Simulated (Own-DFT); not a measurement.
Simulation results for SiC (2H silicon carbide, atoms displaced)

A calculation, not a measurement: plane-wave PBE density functional theory by an unreviewed code, no spin, of a simulated periodic cell, stress positive in tension, free energy of the whole cell less one offset for each atom, forces on such cells passed a denser k mesh, this cell's mesh not checked; offsets are fitted by least squares, one for each functional and potential file, so energies compare only between cells with the same atoms and settings and are not formation energies; the far tail of each file's local potential was reset to the Coulomb form; each entry is a single point on an unrelaxed cell, so the pressure reflects the starting lattice, mostly measured values (interpolated for alloys), from which strain is counted, and rises with the displacements; printed positions are rounded, which can move forces by about a meV/angstrom; the program, named Own-DFT, is a retired in-house code; no spin-orbit coupling. Program: Own-DFT development build.

Common to all runs: functional PBE; potential files PseudoDojo norm-conserving, scalar-relativistic, standard set; wave cutoff 42 hartree; occupations Fermi-Dirac; smearing width 0.1 eV; hardware one NVIDIA H100; k mesh 4 x 4 x 3 centred on Gamma.

(1) SiC (2H silicon carbide, atoms displaced)

```xyz
72
Lattice="9.2481 0.0000 0.0000 -4.6241 8.0091 0.0000 0.0000 0.0000 10.0681" Properties=species:S:1:pos:R:3 SiC
Si     4.6315     7.9823    10.0388
Si     0.0146     1.7374     2.5699
C     -0.0011     0.0307     1.8817
C     -0.0119     1.7566     4.4047
Si    -0.0054     0.0152     4.9961
Si    -0.0360     1.8133     7.5422
C      9.2192     0.0187     6.9126
C      0.0288     1.7813     9.4199
Si     7.6999     2.6437    10.0446
Si    -1.5395     4.4339     2.5118
C      7.6949     2.5939     1.8744
C     -1.5063     4.5061     4.3553
Si     7.7038     2.6542     5.0485
Si    -1.5428     4.4773     7.5303
C     -1.5184     2.6522     6.9922
C     -1.5412     4.4269     9.4278
Si     6.1270     5.3287    10.0670
Si    -3.0672     7.1194     2.5816
C     -3.0774     5.3352     1.8643
C     -3.1272     7.1356     4.4119
Si     6.1637     5.3133     5.0463
Si    -3.1245     7.1120     7.5348
C      6.1378     5.3824     6.8857
C     -3.0999     7.1552     9.4688
Si    -1.6085     7.9979     0.0038
Si     3.0704     1.7712     2.5382
C     -1.5993     7.9956     1.8666
C      3.0400     1.7648     4.4060
Si    -1.5536     7.9388     5.0455
Si     3.0832     1.7652     7.5354
C     -1.5413     8.0091     6.9278
C      3.0778     1.7468     9.4161
Si     1.4946     2.6758    10.0520
Si     1.5535     4.4478     2.5802
C      1.5219     2.6651     1.8877
C      1.5132     4.4904     4.4106
Si     1.5514     2.6987     4.9986
Si     1.5573     4.4130     7.6055
C      1.5337     2.7057     6.8896
C      1.5493     4.5390     9.4730
Si     0.0156     5.4297    10.0560
Si     0.0076     7.1326     2.5427
C     -0.0024     5.3847     1.9148
C     -0.0077     7.1472     4.4565
Si    -0.0142     5.3308     5.0488
Si    -0.0044     7.1261     7.6103
C     -0.0064     5.3254     6.9433
C     -0.0444     7.1222     9.4385
Si     6.1933     0.0096    10.0441
Si     6.1223     1.7466     2.5166
C      1.5570     7.9671     1.8336
C      6.1561     1.7222     4.3902
Si     6.1856     0.0150     5.0443
Si     6.0837     1.7763     7.5425
C      6.1768     0.0140     6.8843
C      6.1301     1.7469     9.3825
Si     4.5984     2.6977     0.0114
Si     4.6073     4.5058     2.5321
C      4.6023     2.7157     1.9152
C      4.6580     4.4099     4.4107
Si     4.6185     2.6406     5.0149
Si     4.6082     4.4465     7.5105
C      4.6734     2.6787     6.9730
C      4.6413     4.4658     9.4705
Si     3.0794     5.3423    10.0563
Si     3.0571     7.1219     2.4866
C      3.0670     5.3467     1.8555
C      3.0810     7.1261     4.4575
Si     3.1134     5.3239     5.0405
Si     3.0581     7.1732     7.5303
C      3.0946     5.3243     6.9455
C      3.1423     7.1295     9.4138
```

* free energy of cell above offsets: -10.540 eV
* pressure: 3.76 GPa
* stress xx: -2.89 GPa
* stress yy: -2.36 GPa
* stress zz: -6.03 GPa
* stress yz: -0.1 GPa
* stress xz: -0.37 GPa
* stress xy: 0.28 GPa
* wall time: 370.4 s

Force:
```tsv
element	x (eV/Å)	y (eV/Å)	z (eV/Å)
Si	0.081	1.396	0.863
Si	-0.583	0.91	-1.655
C	0.072	-1.387	0.292
C	0.263	0.955	0.584
Si	-0.321	-0.232	1.204
Si	1.585	-0.925	0.142
C	0.422	0.214	-0.235
C	-0.969	-0.254	0.059
Si	-0.021	0.029	-0.02
Si	0.061	-0.184	-1.254
C	0.046	0.932	0.563
C	-1.036	-1.434	1.454
Si	-0.024	0.413	-0.091
Si	-0.329	-0.544	0.617
C	-1.963	0.969	-1.708
C	-0.055	0.877	0.349
Si	1.448	0.488	-0.046
Si	-0.892	-0.293	-1.884
C	-0.198	0.255	1.098
C	0.762	-0.982	0.549
Si	0.234	0.704	-0.922
Si	0.325	1.017	0.456
C	0.396	-1.084	0.789
C	-0.086	-1.645	-1.234
Si	1.083	0.532	-0.024
Si	-0.23	0.169	-0.98
C	1.351	0.445	1.043
C	0.768	-0.269	0.442
Si	-0.277	1.481	0.184
Si	-0.341	0.409	-0.018
C	-0.249	-0.415	0.099
C	-0.411	1.051	0.57
Si	1.138	0.415	0.43
Si	-0.673	0.236	-1.985
C	0.149	0.221	0.538
C	0.979	-0.533	0.545
Si	-0.667	-0.259	0.548
Si	-0.318	1.133	-0.92
C	0.247	-0.886	0.523
C	-0.419	-1.627	-0.359
Si	-0.919	-1.969	0.905
Si	-0.589	-0.003	-0.407
C	0.184	-0.877	-0.292
C	0.5	-0.601	-0.786
Si	0.435	0.919	0.239
Si	0.002	-0.252	-1.75
C	0.489	0.42	-0.037
C	0.675	1.183	0.473
Si	-0.527	-0.411	-0.39
Si	0.66	0.365	-0.782
C	-0.966	0.889	0.983
C	0.136	1.28	0.368
Si	-0.589	-0.89	-0.16
Si	2.629	-0.518	0.162
C	-1.009	-0.044	1.248
C	0.185	0.689	1.427
Si	0.188	-0.866	-0.166
Si	0.483	-0.664	-0.679
C	-0.014	-0.789	-0.1
C	-0.645	0.478	0.085
Si	-0.043	-0.34	0.413
Si	0.59	0.45	1.238
C	-2.091	0.222	-1.861
C	-0.97	-0.427	-1.173
Si	0.702	0.488	-0.014
Si	0.938	0.001	0.626
C	0.103	0.047	1.106
C	0.027	-0.534	-1.391
Si	-0.504	0.271	0.327
Si	0.729	-1.075	-0.018
C	-0.649	0.505	-0.31
C	-1.485	-0.247	0.11
```

(2) SiC (2H silicon carbide, atoms displaced)

```xyz
72
Lattice="9.2481 0.0000 0.0000 -4.6241 8.0091 0.0000 0.0000 0.0000 10.0681" Properties=species:S:1:pos:R:3 SiC
Si    -0.0076     0.0305     0.0227
Si    -0.0060     1.7578     2.4895
C      4.6260     8.0020     1.8591
C     -0.0329     1.7681     4.4159
Si     4.6235     8.0012     5.0671
Si    -0.0008     1.7843     7.5567
C     -0.0040     0.0371     6.9102
C      0.0053     1.7968     9.5044
Si    -1.5134     2.7320     0.0168
Si    -1.5527     4.4610     2.4576
C      7.6544     2.6380     1.9177
C     -1.5115     4.4148     4.4366
Si    -1.5216     2.6679     4.9866
Si    -1.5628     4.4293     7.5275
C     -1.5096     2.6770     6.9383
C     -1.4512     4.4238     9.4539
Si     6.1500     5.3403    10.0414
Si    -3.0440     7.1275     2.4456
C     -3.0902     5.3569     1.9087
C     -3.1117     7.1078     4.4210
Si     6.1368     5.3034     5.0622
Si    -3.0807     7.1378     7.5593
C     -3.0770     5.3433     6.9523
C     -3.0492     7.0930     9.4372
Si    -1.5572     7.9738    10.0299
Si     3.0729     1.7662     2.5211
C     -1.5368     7.9964     1.8903
C      3.0628     1.8073     4.3992
Si    -1.4927     7.9756     5.0349
Si     3.0550     1.8186     7.5489
C     -1.5454     7.9351     6.9307
C      3.0575     1.7765     9.4673
Si     1.5261     2.6600     0.0161
Si     1.5559     4.3713     2.5271
C      1.5196     2.6934     1.8547
C      1.6054     4.4496     4.3953
Si     1.5817     2.7034     4.9896
Si     1.5422     4.4497     7.5429
C      1.5458     2.7119     6.8780
C      1.5543     4.4637     9.4796
Si    -0.0045     5.3206     0.0053
Si    -0.0263     7.1354     2.5171
C      0.0398     5.3555     1.8744
C      0.0108     7.1067     4.4059
Si     0.0626     5.3223     5.0241
Si     0.0234     7.1466     7.4949
C      0.0459     5.3132     6.9533
C     -0.0401     7.1601     9.4613
Si     1.5461     8.0070     0.0144
Si     6.2274     1.8090     2.5189
C      1.5371     8.0052     1.8463
C      6.1508     1.8328     4.3582
Si     6.1351     0.0167     5.0029
Si     6.1616     1.8084     7.5578
C      1.5416     7.9822     6.9409
C      6.1711     1.7716     9.4424
Si     4.6299     2.6703     0.0020
Si     4.6592     4.4779     2.5295
C      4.6037     2.6773     1.8907
C      4.6188     4.4857     4.4580
Si     4.6570     2.6813     5.0619
Si     4.5851     4.3793     7.5654
C      4.5873     2.6773     6.8958
C      4.5921     4.4849     9.4321
Si     3.0722     5.3642    10.0614
Si     3.0933     7.1181     2.5482
C      3.0829     5.2900     1.8619
C      3.1135     7.1024     4.4515
Si     3.1036     5.3361     5.0756
Si     3.1061     7.0897     7.5633
C      3.0627     5.3714     6.9151
C      3.1136     7.1632     9.4692
```

- free energy of cell above offsets: -10.459 eV
- pressure: 3.86 GPa
- stress xx: -3.47 GPa
- stress yy: -2.91 GPa
- stress zz: -5.19 GPa
- stress yz: -0.25 GPa
- stress xz: 0.27 GPa
- stress xy: -0.31 GPa
- wall time: 350.8 s

Force:
```tsv
element	x (eV/Å)	y (eV/Å)	z (eV/Å)
Si	0.615	-0.544	-0.683
Si	-0.051	0.272	0.649
C	0.15	-0.057	0.895
C	1.29	-0.002	-0.659
Si	0.377	0.345	-0.887
Si	0.364	0.437	0.227
C	0.211	-0.708	1.145
C	-0.115	-0.133	-1.214
Si	-0.85	-1.906	0.028
Si	0.766	-0.12	1.426
C	2.253	1.534	-1.123
C	-0.284	1.179	-0.966
Si	-0.301	-0.101	1.086
Si	1.121	0.638	0.405
C	-0.994	-0.406	-0.658
C	-2.253	0.848	-0.574
Si	0.63	-0.506	0.227
Si	-1.143	0.026	1.896
C	0.405	-0.232	-1.089
C	1.003	-0.073	-0.541
Si	1.342	1.004	-0.184
Si	-0.355	-0.66	-0.309
C	-0.843	-0.492	0.116
C	-1.294	0.589	0.106
Si	0.378	1.09	0.733
Si	0.177	0.469	-0.401
C	-0.05	0.566	-0.506
C	1.246	-0.957	0.274
Si	-1.869	0.519	-0.061
Si	-0.073	-1.347	0.035
C	0.263	1.954	-0.389
C	0.249	0.066	-0.61
Si	0.632	0.761	-0.567
Si	0.134	2.166	-0.53
C	0.066	-1.662	1.082
C	-0.554	0.146	0.001
Si	-1.307	-0.851	0.584
Si	0.235	0.172	0.84
C	-0.138	-0.782	0.684
C	-0.169	-0.348	-1.009
Si	1.07	1.421	-0.192
Si	1.089	-0.434	-0.462
C	-0.714	-0.623	0.753
C	0.16	-0.084	-0.274
Si	-0.824	-0.28	0.437
Si	-0.504	-1.245	1.699
C	-1.073	0.712	-0.819
C	1.38	-1.161	-0.869
Si	-0.414	0.142	-0.821
Si	-2.98	-1.298	-0.639
C	0.317	0.283	1.932
C	0.402	-0.99	1.305
Si	1.195	0.028	0.565
Si	0.303	-0.804	-0.115
C	0.561	1.251	-0.763
C	0.181	0.855	0.103
Si	-0.328	0.066	0.174
Si	-1.214	-0.702	0.083
C	0.797	-0.003	0.344
C	0.136	-1.064	-0.761
Si	-1.111	0.292	-1.488
Si	0.536	2.156	-0.347
C	0.698	-0.815	0.883
C	0.539	-0.993	0.081
Si	0.065	-0.005	0.357
Si	-0.35	-0.727	-0.658
C	0.249	0.898	1.055
C	-0.971	0.504	-0.568
Si	-0.173	0.423	-0.764
Si	-0.277	1.21	0.116
C	0.568	-1.162	0.831
C	-0.576	-0.745	-0.656
```

(3) SiC (2H silicon carbide, atoms displaced)

```xyz
72
Lattice="9.2481 0.0000 0.0000 -4.6241 8.0091 0.0000 0.0000 0.0000 10.0681" Properties=species:S:1:pos:R:3 SiC
Si     0.0114     0.0127    10.0187
Si     0.0068     1.8199     2.5670
C     -0.0033     0.0143     1.8877
C     -0.0012     1.7597     4.3703
Si    -4.6110     8.0052     5.0493
Si     0.0011     1.7681     7.5572
C      9.2287     0.0198     6.9527
C      0.0198     1.8024     9.3921
Si     7.6480     2.6712     0.0081
Si    -1.5327     4.4527     2.5301
C     -1.5347     2.6978     1.8553
C     -1.5641     4.4708     4.4258
Si     7.7064     2.6419     5.0221
Si    -1.5177     4.4051     7.5362
C     -1.4955     2.6723     6.9233
C     -1.5941     4.4842     9.3909
Si    -3.0542     5.3238     0.0020
Si    -3.0521     7.1506     2.5384
C      6.1388     5.3694     1.8796
C     -3.0520     7.1224     4.4257
Si    -3.0485     5.3147     4.9626
Si    -3.0659     7.0958     7.5015
C      6.1307     5.3617     6.9603
C     -3.1118     7.0826     9.4684
Si     3.0831     0.0059     0.0007
Si     3.0965     1.7664     2.5300
C     -1.5875     8.0022     1.8878
C      3.1313     1.8187     4.4179
Si     3.0418     0.0133     5.0502
Si     3.0814     1.7694     7.5256
C     -1.5604     7.9794     6.9084
C      3.0865     1.8266     9.3777
Si     1.4496     2.6467    10.0253
Si     1.5384     4.4624     2.5227
C      1.5258     2.6640     1.8674
C      1.5718     4.4414     4.4101
Si     1.5223     2.6781     5.0203
Si     1.5296     4.4239     7.4439
C      1.5205     2.6601     6.8907
C      1.5429     4.4759     9.4573
Si    -0.0496     5.3459     0.0300
Si     0.0202     7.1527     2.4575
C     -0.0088     5.3406     1.9078
C     -0.0371     7.1392     4.4133
Si     0.0372     5.3056     4.9956
Si     0.0007     7.0854     7.5664
C     -0.0081     5.3358     6.9022
C     -0.0212     7.0919     9.4896
Si     6.1096     0.0243     0.0214
Si     6.1841     1.7760     2.5068
C      6.1060     0.0100     1.8521
C      6.1799     1.8092     4.3987
Si     1.6022     8.0086     5.0346
Si     6.1792     1.8022     7.5416
C      1.4887     7.9807     6.9385
C      6.1635     1.7580     9.4825
Si     4.6436     2.6865    10.0476
Si     4.6628     4.4164     2.5035
C      4.6213     2.6576     1.8767
C      4.6436     4.4389     4.3833
Si     4.5939     2.6622     5.0019
Si     4.6328     4.4705     7.5524
C      4.5739     2.7221     6.9358
C      4.6757     4.4490     9.4448
Si     3.0542     5.3326    10.0540
Si     3.0976     7.0920     2.5040
C      3.1114     5.3596     1.8606
C      3.0359     7.0677     4.3773
Si     3.0927     5.3792     5.0391
Si     3.1219     7.1333     7.5729
C      3.0519     5.3072     6.9946
C      3.0689     7.1301     9.4460
```

* free energy of cell above offsets: -10.349 eV
* pressure: 3.84 GPa
* stress xx: -3.12 GPa
* stress yy: -3.06 GPa
* stress zz: -5.32 GPa
* stress yz: -0.31 GPa
* stress xz: 0.41 GPa
* stress xy: -1.37 GPa
* wall time: 393.3 s

Force:
```tsv
element	x (eV/Å)	y (eV/Å)	z (eV/Å)
Si	-0.439	-0.331	1.087
Si	-0.14	-0.964	-2.369
C	0.041	0.426	0.242
C	-0.026	0.31	1.579
Si	-0.457	-0.478	-0.464
Si	0.31	0.473	-0.524
C	0.657	-0.458	-0.908
C	-1.988	-0.734	0.58
Si	1.341	0.422	-0.758
Si	-0.71	0.463	-0.346
C	-0.05	-0.355	1.095
C	1.624	-1.42	-0.637
Si	0.137	0.905	0.135
Si	-0.749	1.517	-0.278
C	-0.897	-0.666	-0.343
C	1.381	-1.29	0.96
Si	-1.236	0.731	0.055
Si	-1.469	-0.557	-0.545
C	1.176	-0.491	0.611
C	-1.024	-0.017	-0.285
Si	-1.32	0.758	1.927
Si	-0.549	0.473	1.607
C	1.077	-1.115	-1.796
C	0.893	0.911	-1.069
Si	-0.943	0.423	-0.519
Si	-0.516	0.398	-0.657
C	1.429	0.612	-0.103
C	-2.05	-1.132	-0.384
Si	1.573	0.018	-0.377
Si	-0.213	0.112	-0.071
C	0.522	0.568	0.515
C	-0.41	-0.877	1.299
Si	2.69	1.507	0.642
Si	0.68	-0.243	-0.87
C	0.322	0.182	0.58
C	-0.208	0.048	-0.152
Si	0.684	-0.359	-0.153
Si	-0.452	0.322	2.466
C	0.147	-0.531	0.003
C	-1.26	-0.808	-0.932
Si	0.912	-0.84	-0.666
Si	-1.474	-0.701	1.667
C	0.033	0.188	0.071
C	1.05	-0.196	-0.52
Si	-0.959	1.466	0.367
Si	-0.56	0.15	-0.045
C	0.035	-0.401	-0.165
C	-0.072	0.658	-0.825
Si	1.071	-1.067	-0.937
Si	-0.34	0.235	-0.228
C	1.801	0.197	0.992
C	-0.113	-0.839	0.126
Si	-2.288	0.046	0.044
Si	-0.829	-0.456	0.111
C	1.604	0.865	-0.113
C	-0.248	0.494	-1.185
Si	-0.85	0.001	0.009
Si	-0.904	0.771	-0.33
C	0.285	-0.184	0.124
C	-0.358	0.375	0.246
Si	1.476	0.912	1.172
Si	-0.419	-0.213	0.51
C	1.251	-1.033	-0.743
C	-0.994	0.155	0.054
Si	1.057	0.141	-0.149
Si	-0.267	0.717	-0.809
C	-0.468	-0.912	0.711
C	1.465	1.383	0.432
Si	0.368	-1.66	0.562
Si	-1.756	-0.609	0.157
C	1.058	1.307	-1.714
C	-0.145	0.295	0.23
```
